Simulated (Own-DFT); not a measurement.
# Response to strain: diamond-structure GeSn with randomly placed atoms, 64 atoms (Ge52Sn12)

These are calculations, not measurements. The program, named Own-DFT, is a retired in-house plane-wave density functional code that no person has reviewed. Each row is one single-point run on a periodic cell that was not relaxed, without spin or spin-orbit coupling.

Settings of every run: PBE; PseudoDojo norm-conserving scalar-relativistic files; cutoff 49 hartree; 3 x 3 x 3 k mesh centred on Gamma; Fermi-Dirac smearing of 0.1 eV.

Known limits: forces on such cells moved up to 12 meV/angstrom on a denser k mesh; stress not checked against mesh or cutoff.

Unstrained cell vectors in Å: (11.628, 0.000, 0.000); (0.000, 11.628, 0.000); (0.000, 0.000, 11.628). The unstrained cell has measured lattice constants (interpolated for alloys), not those of this functional. That, the random moves and any unrelaxed bonds set the pressure at no strain. Each run strains this cell uniformly, with the atoms carried along. Every atom was also moved at random, by a Gaussian of width 0.05 Å on each axis. The random placing of the alloy's atoms differs from row to row. Strain is the symmetric tensor, in per cent. Stress is positive in tension, and the pressure is minus a third of its trace.

```
run  e_xx (%)  e_yy (%)  e_zz (%)  s_xx (GPa)  s_yy (GPa)  s_zz (GPa)  P (GPa)  E (meV/atom)
  1     -1.50     -1.50      0.00       -8.51       -8.21       -7.59     8.10          87.4
  2      2.00      2.00      0.00       -2.52       -2.44       -3.37     2.78          21.5
  3      2.75      2.75      0.00       -1.36       -1.36       -2.78     1.83          15.6
  4     -1.75     -1.75      0.00       -8.40       -8.44       -7.50     8.11          65.2
  5     -2.75     -2.75      0.00      -10.46      -10.41       -8.94     9.94          95.0
  6      2.50      2.50      0.00       -1.66       -1.41       -2.73     1.93           0.0
  7     -2.00     -2.00      0.00       -9.07       -9.11       -7.97     8.72          84.2
  8     -1.25     -1.25      0.00       -7.42       -7.53       -6.61     7.19          50.2
  9      2.25      2.25      0.00           ?           ?           ?        ?             ?
```

E is the free energy for each atom above the lowest run shown.

## Worked fit

The change of volume is close to e_xx + e_yy + e_zz. A straight line through the runs shown gives P = 5.74 - 73 x (fractional change of volume) GPa, with an error of 2 on the slope and a scatter of 0.22 GPa. The strain isn't the same on all axes, but the crystal is cubic, so the slope still estimates the bulk modulus, averaged over pressures from 1.8 to 9.9 GPa.

## Withheld run

Question: what pressure should run 9 give? Its volume changes by 4.55 %.

The line gives 2.4 GPa. The calculation gave 2.64 GPa.
